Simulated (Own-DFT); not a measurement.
# Point defects and the pressure they add: L1_0 TiAl

The numbers are computed, not measured, by runs of the plane-wave DFT program Own-DFT (in-house, retired, unreviewed) at fixed positions, with no spin and no spin-orbit coupling.

Method: PBE; PseudoDojo norm-conserving scalar-relativistic files; cutoff 42 hartree; 4 x 4 x 4 k mesh centred on Gamma; cold (Marzari-Vanderbilt) smearing of 0.2 eV.

Caveats: forces on such cells failed a check on a denser k mesh; stress not checked against mesh or cutoff.

All runs share one cell, with vectors in Å (5.622, 5.622, 0.000); (-5.622, 5.622, 0.000); (0.000, 0.000, 8.133) and a volume of 514.0 Å³. u is the rms random offset of the atoms per axis. The defect's site can differ from row to row.

```
            cell   formula   u (Å)  P (GPa)
       no defect  Al16Ti16  0.0184     1.15
       no defect  Al16Ti16  0.0210     1.19
       no defect  Al16Ti16  0.0510     1.74
two Al vacancies  Al14Ti16  0.0270    -0.68
two Al vacancies  Al14Ti16  0.0335        ?
two Al vacancies  Al14Ti16  0.0518    -0.12
two Al vacancies  Al14Ti16  0.0554    -0.15
  one Ti vacancy  Al16Ti15  0.0256     0.48
  one Ti vacancy  Al16Ti15  0.0292     0.57
  one Ti vacancy  Al16Ti15  0.0297     0.58
```

## Working it out

P = P0 + c u² + a shift for each defect gives P0 = 1.08 GPa, c = 253 ± 18 GPa/Å² and a scatter of 0.04 GPa. The shifts, and each times the cell's volume:

- one Ti vacancy: -0.73 ± 0.04 GPa, -2.3 eV
- two Al vacancies: -1.94 ± 0.04 GPa, -6.2 eV (-3.1 eV for each of its 2 sites)

Positive is outwards. The product with the volume (160.2 GPa Å³ to the eV) is nearly free of the cell's size; divided by the bulk modulus at the cell's pressure it gives the volume that the defect adds. The atoms around the defects weren't relaxed, which would change these numbers.

## The run left out

The question: what pressure belongs in the blank (two Al vacancies, u = 0.0335 Å)?

Estimate: -0.58 ± 0.05 GPa. The calculation gave -0.54 GPa.
